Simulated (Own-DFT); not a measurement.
# A layer strained by its substrate: wurtzite AlGaN with randomly placed atoms, 72 atoms (Al9Ga27N36)

Calculated, not measured: single-point runs of Own-DFT, a retired in-house plane-wave DFT program that no person has reviewed, on unrelaxed cells, without spin or spin-orbit coupling.

Method: PBE; PseudoDojo norm-conserving scalar-relativistic files (stringent for Ga); cutoff 96 hartree; 4 x 4 x 3 k mesh centred on Gamma; Gaussian smearing of 0.01 eV.

Keep in mind: forces on such cells passed a denser k mesh, each cell not checked; stress not checked against mesh or cutoff.

Unstrained cell vectors in Å: (9.509, 0.000, 0.000); (-4.755, 8.235, 0.000); (0.000, 0.000, 10.268). The unstrained cell has measured lattice constants (interpolated for alloys), not those of this functional. That, the random moves and any unrelaxed bonds set the pressure at no strain. Each run strains x and y alike by e, as a substrate would, and holds the height along z. Random moves of width 0.05 Å per axis were added to every atom. The random placing of the alloy's atoms differs from row to row. Stress is positive in tension.

| e (%) | u (Å) | (s_xx + s_yy)/2 (GPa) | s_zz (GPa) |
|---|---|---|---|
| -2.75 | 0.059 | -25.61 | -12.41 |
| -1.75 | 0.049 | -18.01 | -9.34 |
| -1.25 | 0.045 | -13.48 | -9.29 |
| 0.25 | 0.046 | -5.09 | -7.08 |
| 0.50 | 0.051 | -3.83 | -6.00 |
| 1.00 | 0.054 | ? | ? |
| 1.25 | 0.049 | -0.65 | -5.08 |
| 1.75 | 0.054 | 1.08 | -4.39 |
| 2.25 | 0.050 | 4.14 | -4.14 |
| 2.75 | 0.052 | 5.79 | -3.44 |

## Working it out

With e as a fraction, the in-plane stress is -6.6 + 561 e - 4462 e² GPa (errors 10 and 674, scatter 0.54), and s_zz is -7.3 + 156 e GPa (slope ± 10, scatter 0.51). At e = 0 the first slope is C11 + C12 and the second 2 C13, both with the ions held to the strained lattice and at the cell's own pressure. The term in e² is negative: the layer stiffens under compression and softens under tension. A free layer would change its height as e changes, and the in-plane slope would drop by 2 C13²/C33 to the biaxial modulus. At fixed height, a misfit of 1 % moves the in-plane stress by about 5.6 GPa and s_zz by 1.6 GPa.

## Withheld run

Question: what are the two stresses at e = 1.00 %?

The fit gives -1.4 and -5.8 GPa. The calculation gave -2.00 and -7.48 GPa. The miss is larger than the scatter suggests: chance, or a term that the fit lacks.
